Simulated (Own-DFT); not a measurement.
SiC (4H silicon carbide, atoms displaced), GaP (zincblende, atoms displaced), GaP (zincblende, strained, atoms displaced) (calculated)

Computed with Own-DFT development build. A calculation, not a measurement: plane-wave PBE density functional theory by an unreviewed code, no spin, of a simulated periodic cell, stress positive in tension, free energy of the whole cell less one offset for each atom, forces on such cells passed a denser k mesh, this cell's mesh not checked; offsets are fitted by least squares, one for each functional and potential file, so energies compare only between cells with the same atoms and settings and are not formation energies; the far tail of each file's local potential was reset to the Coulomb form; each entry is a single point on an unrelaxed cell, so the pressure reflects the starting lattice, mostly measured values (interpolated for alloys), from which strain is counted, and rises with the displacements; printed positions are rounded, which can move forces by about a meV/angstrom; the program, named Own-DFT, is a retired in-house code; no spin-orbit coupling.

Settings shared by all entries: functional PBE; potential files PseudoDojo norm-conserving, scalar-relativistic, standard set; wave cutoff 42 hartree; occupations Fermi-Dirac; smearing width 0.1 eV.

(1) SiC (4H silicon carbide, atoms displaced)

```
cell vectors (Å)
  12.3308     0.0000     0.0000
  -6.1654    10.6788     0.0000
   0.0000     0.0000    10.0681
atoms (fractions of the cell vectors)
Si  0.99780  0.99676  0.40924
Si  0.08169  0.16491  0.16189
C   0.99957  0.00569  0.09414
C   0.08210  0.16640  0.33883
Si  0.99735  0.24877  0.40817
Si  0.09010  0.42113  0.15374
C   0.99785  0.24818  0.09565
C   0.08625  0.41808  0.34553
Si  0.00024  0.49796  0.41023
Si  0.07826  0.66658  0.15424
C   0.99920  0.49683  0.09803
C   0.08556  0.66944  0.34400
Si  0.00017  0.75364  0.40386
Si  0.08290  0.91381  0.15590
C   0.99193  0.74901  0.09521
C   0.07635  0.91350  0.34105
Si  0.25314  0.99850  0.41179
Si  0.32978  0.16497  0.15463
C   0.25179  0.00148  0.09218
C   0.33554  0.17087  0.34432
Si  0.25465  0.25724  0.40653
Si  0.33500  0.41797  0.15780
C   0.24918  0.24874  0.09531
C   0.33568  0.41742  0.34126
Si  0.24982  0.49767  0.40701
Si  0.33529  0.66567  0.15087
C   0.25118  0.50214  0.09377
C   0.33470  0.66734  0.33533
Si  0.25195  0.75039  0.40619
Si  0.33682  0.91582  0.15896
C   0.24855  0.74811  0.09443
C   0.33663  0.91845  0.34424
Si  0.49704  0.99767  0.40822
Si  0.58526  0.17041  0.15874
C   0.49456  0.99669  0.08985
C   0.58223  0.16551  0.34458
Si  0.50238  0.24941  0.40903
Si  0.58567  0.42007  0.15374
C   0.50079  0.25090  0.09117
C   0.58008  0.41441  0.34439
Si  0.49640  0.50043  0.41095
Si  0.58680  0.66858  0.15514
C   0.50434  0.50426  0.09272
C   0.58543  0.66750  0.34395
Si  0.49667  0.75125  0.40734
Si  0.58738  0.92059  0.15408
C   0.49898  0.75135  0.09152
C   0.58592  0.92257  0.34713
Si  0.74878  0.99661  0.40792
Si  0.83132  0.16550  0.15877
C   0.74856  0.99797  0.09430
C   0.83615  0.16683  0.34231
Si  0.74839  0.24629  0.40704
Si  0.83375  0.41606  0.14871
C   0.74734  0.24862  0.08989
C   0.83112  0.41669  0.34441
Si  0.75540  0.50275  0.40300
Si  0.83522  0.67011  0.16064
C   0.75201  0.50168  0.09410
C   0.83375  0.66911  0.34607
Si  0.75747  0.75567  0.41036
Si  0.83236  0.91359  0.15618
C   0.74933  0.75230  0.09154
C   0.83455  0.92121  0.34738
Si  0.00253  0.00101  0.91026
Si  0.91598  0.83489  0.65755
C   0.00140  0.00225  0.59334
C   0.92140  0.82952  0.84075
Si  0.00309  0.75546  0.90776
Si  0.91476  0.58600  0.65427
C   0.99831  0.74698  0.59128
C   0.91288  0.57988  0.85093
Si  0.99947  0.50002  0.90346
Si  0.91701  0.33136  0.65464
C   0.99994  0.49558  0.59748
C   0.91709  0.33480  0.84924
Si  0.00236  0.25464  0.90512
Si  0.91657  0.08588  0.65193
C   0.99958  0.25275  0.59480
C   0.91651  0.08277  0.84539
Si  0.75328  0.00141  0.90875
Si  0.65993  0.83236  0.65825
C   0.74860  0.99772  0.59552
C   0.66363  0.82739  0.83829
Si  0.74617  0.74623  0.90906
Si  0.66729  0.58415  0.65512
C   0.74837  0.74876  0.59256
C   0.67339  0.58941  0.84701
Si  0.74548  0.49865  0.91084
Si  0.66203  0.33138  0.65180
C   0.74707  0.49397  0.59488
C   0.66906  0.33478  0.84526
Si  0.74977  0.25006  0.90478
Si  0.66892  0.08346  0.65479
C   0.75212  0.25424  0.60296
C   0.66903  0.08284  0.84418
Si  0.49776  0.00013  0.90768
Si  0.41643  0.82891  0.65009
C   0.49655  0.00093  0.58979
C   0.41608  0.83645  0.84508
Si  0.50072  0.74972  0.90399
Si  0.41619  0.58347  0.66096
C   0.49745  0.74991  0.59826
C   0.42147  0.58967  0.84057
Si  0.50139  0.49949  0.90034
Si  0.41448  0.32878  0.65533
C   0.50176  0.50311  0.59585
C   0.41508  0.33004  0.84528
Si  0.50380  0.24820  0.90615
Si  0.42178  0.08656  0.65745
C   0.49763  0.25373  0.59414
C   0.41845  0.08576  0.84493
Si  0.24971  0.00074  0.90877
Si  0.16858  0.83700  0.65194
C   0.24903  0.00269  0.59555
C   0.16418  0.83192  0.83989
Si  0.25147  0.75528  0.90413
Si  0.16927  0.58441  0.65607
C   0.25564  0.75096  0.58857
C   0.16686  0.58210  0.84739
Si  0.25061  0.49786  0.90594
Si  0.16214  0.32384  0.65791
C   0.24912  0.49811  0.59438
C   0.17008  0.33514  0.84318
Si  0.25051  0.24516  0.90469
Si  0.16192  0.08398  0.66086
C   0.24646  0.25176  0.59399
C   0.16979  0.08262  0.84212
```

- hardware: one NVIDIA H200
- k mesh: 3 x 3 x 3 centred on Gamma
- free energy of cell above offsets: -18.461 eV
- pressure: 3.79 GPa
- stress xx: -3.63 GPa
- stress yy: -2.83 GPa
- stress zz: -4.9 GPa
- stress yz: -0.21 GPa
- stress xz: 0.21 GPa
- stress xy: 0 GPa
- wall time: 525.5 s

Force:
| element | x (eV/Å) | y (eV/Å) | z (eV/Å) |
| --- | --- | --- | --- |
| Si | 0.326 | 1.562 | -0.991 |
| Si | -0.264 | 1.125 | -1.826 |
| C | 0.961 | -1.87 | 0.224 |
| C | 0.407 | 0.062 | 2.98 |
| Si | 1.084 | 0.681 | -1.043 |
| Si | -1.359 | -1.479 | 1.001 |
| C | 0.458 | 0.748 | -0.311 |
| C | -0.315 | -0.516 | -0.213 |
| Si | -0.244 | 0.602 | -0.786 |
| Si | 1.088 | -0.319 | 0.527 |
| C | 0.068 | 0.945 | -1.253 |
| C | -0.518 | -0.387 | 0.224 |
| Si | 0.843 | -1.268 | 0.389 |
| Si | -0.676 | 1.097 | -0.155 |
| C | 1.926 | 0.856 | -0.586 |
| C | 1.504 | 1.111 | 0.725 |
| Si | -1.442 | 0.957 | -1.402 |
| Si | 1.012 | 0.901 | 0.613 |
| C | -0.196 | -1.071 | 0.727 |
| C | 0.131 | -1.102 | 0.421 |
| Si | -0.532 | -1.97 | -0.504 |
| Si | 0.393 | -0.112 | -1.036 |
| C | -0.368 | 0.284 | -0.48 |
| C | -0.696 | 0.491 | 0.865 |
| Si | -0.039 | 0.873 | -0.162 |
| Si | -0.724 | 0.727 | 0.284 |
| C | 1.106 | -0.6 | -0.632 |
| C | -0.19 | -0.336 | 1.651 |
| Si | -0.115 | -0.406 | -1.325 |
| Si | -1.201 | -0.419 | -0.669 |
| C | -0.504 | 0.486 | -0.405 |
| C | -0.656 | -0.575 | 0.247 |
| Si | 0.613 | 1.127 | -0.712 |
| Si | -0.627 | -0.912 | -0.842 |
| C | 1.428 | 1.332 | 1.257 |
| C | 0.332 | -0.177 | 0.494 |
| Si | -0.883 | 0.517 | -1.175 |
| Si | -0.226 | -0.829 | 0.833 |
| C | -0.269 | -0.006 | 0.594 |
| C | 0.565 | 0.911 | 0.155 |
| Si | 1.613 | 0.456 | -1.044 |
| Si | -1.214 | -0.024 | 0.493 |
| C | -0.55 | -0.592 | -0.616 |
| C | -0.207 | 0.558 | 0.55 |
| Si | 1.22 | -0.158 | -0.718 |
| Si | -1.384 | -1.016 | 0.433 |
| C | 1.082 | 0.168 | 0.015 |
| C | -0.113 | -1.188 | -0.626 |
| Si | -0.445 | 1.17 | 0.058 |
| Si | 0.347 | 0.481 | -1.055 |
| C | 0.636 | 0.48 | 0.115 |
| C | -1.074 | -0.551 | 1.149 |
| Si | -0.016 | 0.948 | 0.254 |
| Si | -0.08 | -0.243 | 1.607 |
| C | 0.444 | -0.062 | 0.813 |
| C | 1.205 | -0.566 | -0.548 |
| Si | -1.805 | -0.887 | 0.711 |
| Si | -1.274 | -1.059 | -0.574 |
| C | -0.335 | 0.282 | 0.551 |
| C | 0.36 | 0.018 | -0.225 |
| Si | -1.667 | -1.046 | -0.788 |
| Si | -0.206 | 1.246 | 0.304 |
| C | 0.802 | -0.376 | 0.766 |
| C | 0.5 | -1.127 | -0.662 |
| Si | -0.485 | -0.37 | -1.029 |
| Si | 0.318 | -0.538 | -0.401 |
| C | -0.627 | -0.42 | 0.319 |
| C | -2.344 | 1.498 | 1.071 |
| Si | 0.216 | -2.398 | -0.218 |
| Si | 0.807 | -1.664 | 1.322 |
| C | -0.157 | 1.448 | -0.102 |
| C | 0.102 | 1.244 | -1.082 |
| Si | 0.005 | 0.269 | 0.982 |
| Si | -0.612 | 1.009 | 1.733 |
| C | -0.509 | 1.354 | -0.39 |
| C | 0.233 | -0.444 | -1.29 |
| Si | 0.116 | -1.014 | 0.93 |
| Si | -0.017 | -0.767 | 1.314 |
| C | 0.356 | -1.278 | -0.451 |
| C | 0.659 | 0.542 | -0.638 |
| Si | -0.539 | -0.806 | -0.836 |
| Si | 1.722 | -0.124 | -0.8 |
| C | 0.02 | 0.322 | -0.548 |
| C | 0.305 | 1.365 | 1.81 |
| Si | 0.922 | 1.786 | -1.044 |
| Si | 0.563 | -0.255 | 0.305 |
| C | -0.073 | 0.83 | 0.784 |
| C | -0.96 | -2.163 | -1.015 |
| Si | 1.209 | 0.485 | -0.839 |
| Si | 0.748 | 0.613 | 1.662 |
| C | -0.273 | 1.681 | -0.78 |
| C | -0.68 | -0.311 | -0.631 |
| Si | 0.277 | -0.215 | -0.157 |
| Si | -0.878 | 0.025 | 0.558 |
| C | -0.176 | -1.537 | -2.052 |
| C | -0.651 | -0.199 | 0.057 |
| Si | 0.854 | 0.221 | -0.806 |
| Si | -1.085 | 1.927 | 1.912 |
| C | 1.348 | -0.233 | 1.02 |
| C | 0.634 | -0.553 | -1.029 |
| Si | -0.697 | 0.953 | 0.497 |
| Si | -0.235 | -0.434 | -1.394 |
| C | 0.63 | -0.626 | -1.498 |
| C | -0.332 | -1.843 | 1.332 |
| Si | -0.144 | 0.426 | 0.876 |
| Si | -1.245 | 1.655 | 0.753 |
| C | -0.458 | -0.916 | 0.393 |
| C | 0.655 | 0.399 | -0.511 |
| Si | -0.691 | 0.71 | 0.209 |
| Si | -1.333 | -0.458 | 0.099 |
| C | 1.239 | -1.419 | -0.294 |
| C | -0.143 | -0.66 | -0.275 |
| Si | 0.859 | -0.437 | -1.004 |
| Si | 0.074 | -1.005 | 0.28 |
| C | 0.402 | 0.231 | 0.24 |
| C | 0.506 | 0.919 | 0.567 |
| Si | 0.19 | -1.283 | 0.56 |
| Si | -0.299 | -0.547 | 0.302 |
| C | -1.45 | -0.315 | 0.818 |
| C | 0.129 | 0.711 | -0.667 |
| Si | 0.093 | 1.071 | -0.23 |
| Si | -0.661 | 2.873 | 0.043 |
| C | 0.448 | -0.234 | 0.154 |
| C | -0.009 | -1.1 | 0.293 |
| Si | -0.672 | 1.106 | 0.919 |
| Si | 1.303 | 0.074 | -1.423 |
| C | 1.417 | -0.994 | -0.269 |
| C | -0.963 | -0.135 | 0.924 |

(2) GaP (zincblende, atoms displaced)

```
cell vectors (Å)
  16.3515     0.0000     0.0000
   0.0000    10.9010     0.0000
   0.0000     0.0000    10.9010
atoms (fractions of the cell vectors)
Ga  0.99160  0.99587  0.01392
Ga  0.00690  0.24685  0.23906
Ga  0.16324  0.99362  0.25724
Ga  0.17499  0.24651  0.99505
P   0.08898  0.12645  0.12927
P   0.09249  0.37905  0.38866
P   0.24308  0.12609  0.37619
P   0.24537  0.36276  0.13605
Ga  0.99710  0.00416  0.50036
Ga  0.00462  0.26303  0.76453
Ga  0.17176  0.00337  0.73913
Ga  0.16994  0.23936  0.49262
P   0.08594  0.12094  0.64217
P   0.08462  0.37385  0.88505
P   0.25236  0.13538  0.87275
P   0.25351  0.38629  0.62597
Ga  0.99477  0.49699  0.98592
Ga  0.98676  0.73258  0.24822
Ga  0.17176  0.49824  0.24595
Ga  0.15909  0.74258  0.99938
P   0.08407  0.62171  0.13161
P   0.08487  0.87926  0.38734
P   0.25806  0.61935  0.37515
P   0.24327  0.86817  0.11609
Ga  0.98977  0.49852  0.50052
Ga  0.00194  0.75655  0.74626
Ga  0.17973  0.49898  0.75016
Ga  0.16153  0.74156  0.50664
P   0.08357  0.61288  0.62124
P   0.07647  0.89040  0.87334
P   0.25493  0.62470  0.87480
P   0.26159  0.86673  0.62572
Ga  0.31863  0.01302  0.98841
Ga  0.31929  0.25828  0.23577
Ga  0.50787  0.99830  0.26121
Ga  0.50328  0.24297  0.00073
P   0.41214  0.13204  0.13036
P   0.41668  0.36888  0.37274
P   0.58192  0.13018  0.37022
P   0.58596  0.37273  0.12961
Ga  0.33055  0.99144  0.51204
Ga  0.32593  0.27297  0.74082
Ga  0.50897  0.00543  0.74011
Ga  0.49803  0.26862  0.49767
P   0.41787  0.13957  0.62506
P   0.40599  0.37741  0.87501
P   0.59251  0.14150  0.86558
P   0.57565  0.36942  0.62627
Ga  0.33231  0.50239  0.99297
Ga  0.32722  0.73731  0.27734
Ga  0.50936  0.49807  0.23531
Ga  0.50353  0.75311  0.00438
P   0.41599  0.62640  0.11071
P   0.43097  0.87524  0.38983
P   0.57498  0.61958  0.39239
P   0.58791  0.88403  0.13729
Ga  0.32861  0.51126  0.50371
Ga  0.32354  0.73514  0.75062
Ga  0.49730  0.50224  0.75543
Ga  0.49425  0.73468  0.50930
P   0.41289  0.62686  0.63589
P   0.41690  0.89251  0.86920
P   0.58885  0.62334  0.86700
P   0.58937  0.87194  0.62801
Ga  0.67590  0.01152  0.00811
Ga  0.66499  0.26354  0.24758
Ga  0.84040  0.00062  0.25203
Ga  0.82778  0.26340  0.00119
P   0.74195  0.11956  0.13030
P   0.74914  0.37202  0.36343
P   0.91520  0.13243  0.36684
P   0.91943  0.38206  0.11581
Ga  0.66387  0.99334  0.51091
Ga  0.66835  0.23994  0.76143
Ga  0.83013  0.99457  0.75496
Ga  0.83694  0.23974  0.50560
P   0.74847  0.12229  0.61729
P   0.74822  0.37073  0.86258
P   0.91753  0.12409  0.88456
P   0.91952  0.37465  0.62239
Ga  0.66393  0.50159  0.01654
Ga  0.66776  0.74645  0.24567
Ga  0.82586  0.50076  0.25365
Ga  0.82707  0.75003  0.00605
P   0.74715  0.63638  0.12064
P   0.75087  0.88128  0.38614
P   0.91381  0.62019  0.34593
P   0.91874  0.86776  0.10855
Ga  0.67411  0.50696  0.49648
Ga  0.67334  0.75422  0.75084
Ga  0.83201  0.50386  0.73848
Ga  0.83228  0.75720  0.49692
P   0.73547  0.64686  0.62296
P   0.74736  0.88425  0.88945
P   0.91878  0.62916  0.87179
P   0.91767  0.88425  0.62362
```

- k mesh: 2 x 3 x 3 centred on Gamma
- free energy of cell above offsets: -37.363 eV
- pressure: 5.16 GPa
- stress xx: -4.99 GPa
- stress yy: -5.41 GPa
- stress zz: -5.07 GPa
- stress yz: 1.13 GPa
- stress xz: 0.67 GPa
- stress xy: -0.43 GPa

Force:
| element | x (eV/Å) | y (eV/Å) | z (eV/Å) |
| --- | --- | --- | --- |
| Ga | 2.446 | 2.331 | -1.56 |
| Ga | -0.403 | 1.546 | 1.091 |
| Ga | 0.429 | -0.072 | -0.793 |
| Ga | -1.653 | 0.231 | 0.882 |
| P | -0.19 | -1.155 | -1.074 |
| P | -1.49 | 0.179 | -1.209 |
| P | 2.399 | -1.814 | -1.017 |
| P | -2.178 | 4.035 | -4.266 |
| Ga | 0.633 | 0.798 | 0.045 |
| Ga | -0.687 | -1.692 | -0.709 |
| Ga | 0.807 | -1.296 | 1.516 |
| Ga | -1.338 | 1.185 | 2.501 |
| P | -1.276 | 1.762 | -2.164 |
| P | 1.659 | 0.996 | -0.396 |
| P | -0.896 | 0.566 | -2.67 |
| P | -1.604 | -0.655 | -2.479 |
| Ga | 0.908 | 0.816 | 0.991 |
| Ga | 3.99 | 3.815 | -2.326 |
| Ga | -0.819 | 0.163 | 0.995 |
| Ga | -0.19 | 0.814 | -0.725 |
| P | -0.673 | -0.495 | -0.653 |
| P | -1.229 | -1.295 | -0.631 |
| P | -4.52 | -1.489 | 1.561 |
| P | 0.796 | 0.458 | 1.291 |
| Ga | 1.448 | 0.562 | -1.506 |
| Ga | 0.287 | -0.116 | -0.118 |
| Ga | -2.272 | 0.263 | 0.733 |
| Ga | 1.006 | 0.652 | -0.524 |
| P | -0.522 | 0.368 | 1.09 |
| P | 1.284 | -1.054 | 0.081 |
| P | -2.512 | -0.241 | 1.494 |
| P | -3.121 | -0.552 | 0.489 |
| Ga | 2.665 | -1.931 | 1.989 |
| Ga | 4.433 | -3.321 | 4.173 |
| Ga | -1.484 | 0.516 | -0.748 |
| Ga | -1.026 | 0.552 | -0.24 |
| P | 0.234 | -1.182 | -0.349 |
| P | -1.509 | 1.862 | -1.362 |
| P | 0.904 | 0.805 | 1.63 |
| P | -0.488 | -0.284 | -1.84 |
| Ga | 2.012 | 2.149 | -1.661 |
| Ga | 2.013 | -2.504 | 1.078 |
| Ga | -0.987 | 0.565 | 0.548 |
| Ga | -0.066 | -2.199 | -0.413 |
| P | -0.517 | -0.665 | 0.021 |
| P | 2.186 | -0.519 | 0.266 |
| P | -3.491 | -4.228 | 3.685 |
| P | 2.284 | 1.329 | 0.979 |
| Ga | -0.024 | -0.588 | 1.54 |
| Ga | 3.807 | 4 | -3.982 |
| Ga | -2.404 | 1.123 | 1.714 |
| Ga | 0.041 | 0.97 | -1.001 |
| P | 0.017 | -0.096 | 1.908 |
| P | -2.308 | -0.05 | -0.571 |
| P | 1.519 | -0.376 | -2.405 |
| P | -0.023 | -0.668 | -1.631 |
| Ga | 2.498 | -1.525 | 0.225 |
| Ga | 2.621 | 2.244 | 0.175 |
| Ga | 0.03 | -0.633 | -0.082 |
| Ga | 0.582 | 1.334 | 0.718 |
| P | 0.031 | -0.752 | -0.248 |
| P | -0.136 | -1.081 | 0.346 |
| P | -0.428 | 0.298 | 1.27 |
| P | -1.432 | -0.821 | 0.219 |
| Ga | -3.177 | -1.084 | -1.517 |
| Ga | 0.005 | -2.512 | 0.517 |
| Ga | -1.166 | -0.773 | -0.593 |
| Ga | 0.318 | -1.354 | 0.028 |
| P | 3.008 | 2.749 | 1.875 |
| P | 0.757 | 0.297 | 2.394 |
| P | 1.305 | -0.039 | 0.338 |
| P | -0.938 | -0.516 | 1.296 |
| Ga | -0.007 | 1.231 | -1.708 |
| Ga | 2.282 | 2.849 | -4.423 |
| Ga | 0.482 | 0.961 | -0.048 |
| Ga | -0.388 | 0.893 | -0.617 |
| P | 0.096 | 0.025 | 1.488 |
| P | 0.419 | 1.83 | 1.161 |
| P | -0.754 | 0.715 | -0.568 |
| P | -0.959 | -0.71 | 0.783 |
| Ga | 0.392 | 0.003 | -2.246 |
| Ga | -0.833 | 0.915 | 2.168 |
| Ga | 0.068 | -0.506 | -2.236 |
| Ga | 1.035 | 0.295 | -1.785 |
| P | 0.114 | -1.979 | 0.984 |
| P | -0.14 | -0.17 | -1.92 |
| P | -2.138 | -1.734 | 5.446 |
| P | -1.518 | -1.139 | 3.183 |
| Ga | -1.456 | -1.202 | 0.289 |
| Ga | -1.754 | 1.809 | 2.679 |
| Ga | -0.477 | 0.481 | 0.367 |
| Ga | 0.635 | -0.527 | 0.267 |
| P | 3.94 | -2.658 | -1.787 |
| P | 0.514 | -1.245 | -1.349 |
| P | -1.167 | 0.342 | -0.529 |
| P | -0.582 | -1.177 | 0.174 |

(3) GaP (zincblende, strained, atoms displaced)

```
cell vectors (Å)
  10.8620     0.0000     0.0000
   0.0000    10.8620     0.0000
   0.0000     0.0000    10.9361
atoms (fractions of the cell vectors)
Ga  0.00160  0.99552  0.98863
Ga  0.00543  0.25375  0.25093
Ga  0.25016  0.00307  0.24433
Ga  0.25428  0.24948  0.00129
P   0.12542  0.12679  0.12534
P   0.12997  0.36777  0.36584
P   0.37143  0.13119  0.37688
P   0.37864  0.37646  0.13152
Ga  0.99887  0.00044  0.50599
Ga  0.99756  0.24409  0.74912
Ga  0.24539  0.00588  0.75375
Ga  0.24004  0.24564  0.49860
P   0.12367  0.12492  0.62151
P   0.12501  0.37517  0.87139
P   0.38059  0.12871  0.87186
P   0.37475  0.37878  0.62271
Ga  0.00330  0.50012  0.00048
Ga  0.00225  0.74851  0.24424
Ga  0.25318  0.50986  0.24249
Ga  0.24706  0.74827  0.00443
P   0.12057  0.62167  0.12675
P   0.12663  0.87353  0.37771
P   0.36921  0.62209  0.37668
P   0.37785  0.87554  0.12088
Ga  0.99292  0.50883  0.49251
Ga  0.99171  0.74765  0.75065
Ga  0.25858  0.49623  0.74709
Ga  0.24623  0.74316  0.50374
P   0.13328  0.63290  0.62719
P   0.12598  0.87999  0.87084
P   0.37539  0.62036  0.87623
P   0.37694  0.87998  0.62714
Ga  0.49686  0.99015  0.99956
Ga  0.50686  0.25298  0.25452
Ga  0.75108  0.99823  0.25766
Ga  0.75454  0.25091  0.99348
P   0.62342  0.12110  0.11914
P   0.62534  0.36459  0.37485
P   0.87764  0.12402  0.37726
P   0.87605  0.37178  0.11919
Ga  0.50335  0.00577  0.50298
Ga  0.49361  0.24627  0.74730
Ga  0.75313  0.99509  0.74666
Ga  0.75408  0.24177  0.49791
P   0.62456  0.12814  0.62322
P   0.61711  0.37465  0.87213
P   0.87006  0.12717  0.88210
P   0.87830  0.37220  0.62398
Ga  0.49647  0.49227  0.99503
Ga  0.50303  0.75110  0.25151
Ga  0.75105  0.49992  0.25252
Ga  0.74795  0.75551  0.99011
P   0.62251  0.62381  0.12671
P   0.63277  0.87358  0.37410
P   0.88632  0.61694  0.37105
P   0.87623  0.87556  0.12782
Ga  0.50299  0.50041  0.50354
Ga  0.51230  0.73881  0.74587
Ga  0.75182  0.50408  0.75263
Ga  0.74078  0.75484  0.50349
P   0.62603  0.63049  0.62705
P   0.62601  0.87570  0.86946
P   0.87303  0.62145  0.86620
P   0.87945  0.87437  0.63481
```

- hardware: one NVIDIA H100
- k mesh: 3 x 3 x 3 centred on Gamma
- free energy of cell above offsets: -32.626 eV
- pressure: 3.79 GPa
- stress xx: -3.9 GPa
- stress yy: -3.92 GPa
- stress zz: -3.56 GPa
- stress yz: 0.15 GPa
- stress xz: 0.25 GPa
- stress xy: 0.16 GPa
- wall time: 524 s

Force:
| element | x (eV/Å) | y (eV/Å) | z (eV/Å) |
| --- | --- | --- | --- |
| Ga | -0.309 | 0.665 | 1.56 |
| Ga | -0.876 | -0.679 | -0.638 |
| Ga | 0.138 | -0.198 | 0.688 |
| Ga | -0.12 | 0.385 | 0.059 |
| P | -0.328 | -0.392 | -0.779 |
| P | -0.035 | 1.917 | 0.892 |
| P | 0.633 | -0.75 | -0.331 |
| P | -0.161 | -0.211 | -0.579 |
| Ga | 0.087 | -0.549 | -0.652 |
| Ga | 0.077 | 0.369 | 0.311 |
| Ga | 0.925 | 0.012 | -0.642 |
| Ga | 0.91 | 0.82 | -0.022 |
| P | -0.172 | -0.15 | 0.877 |
| P | 0.312 | -0.222 | 0.104 |
| P | -0.858 | -0.929 | 0.889 |
| P | -0.027 | -1.132 | -0.495 |
| Ga | -0.475 | -0.381 | -0.658 |
| Ga | -0.105 | 0.595 | 0.797 |
| Ga | -0.064 | -1.283 | 0.565 |
| Ga | 0.147 | 0.062 | -0.604 |
| P | 0.389 | 0.539 | -0.686 |
| P | -0.136 | 0.115 | -0.408 |
| P | 1.041 | 0.569 | 0.099 |
| P | -0.711 | -0.65 | 0.969 |
| Ga | 2.408 | -2.034 | 1.894 |
| Ga | 1.649 | -0.137 | 0.131 |
| Ga | -0.984 | 0.514 | 0.428 |
| Ga | 1.14 | 1.655 | -0.649 |
| P | -1.701 | -1.603 | 0.738 |
| P | -0.072 | -1.416 | 0.142 |
| P | 0.065 | 0.721 | -0.143 |
| P | 0.017 | -0.727 | 0.073 |
| Ga | 0.634 | 1.062 | -0.758 |
| Ga | -0.991 | -1.1 | -0.976 |
| Ga | 0.271 | 0.628 | -1.141 |
| Ga | -1.45 | 0.523 | 0.819 |
| P | 0.326 | 0.16 | 0.598 |
| P | 0.98 | 1.628 | 0.932 |
| P | 0.415 | -0.166 | -0.452 |
| P | -0.05 | 0.423 | 0.664 |
| Ga | -0.582 | -0.488 | -0.614 |
| Ga | 0.671 | 0.817 | -0.562 |
| Ga | -0.514 | 1.189 | 0.483 |
| Ga | -0.121 | 0.801 | 0.422 |
| P | 0.566 | -0.309 | 0.574 |
| P | 1.094 | -0.3 | -0.413 |
| P | 0.778 | -1.043 | -1.63 |
| P | -0.466 | 0.528 | -0.173 |
| Ga | 0.095 | 0.574 | 0.986 |
| Ga | -0.419 | -0.271 | 0.08 |
| Ga | -0.138 | -0.478 | -0.407 |
| Ga | 0.367 | -0.65 | 1.131 |
| P | 0.371 | -0.049 | -0.704 |
| P | -1.423 | 0.423 | 0.295 |
| P | -2.417 | 2.262 | -0.827 |
| P | -0.104 | -0.031 | -0.805 |
| Ga | 0.013 | -0.171 | -0.687 |
| Ga | -2.311 | 1.818 | 1.355 |
| Ga | -0.714 | -1.43 | -0.927 |
| Ga | 1.845 | -0.443 | -0.117 |
| P | 0.994 | -1.879 | -1.216 |
| P | -0.427 | -0.056 | -0.06 |
| P | 0.544 | 0.501 | 1.857 |
| P | -0.643 | 0.034 | -1.657 |
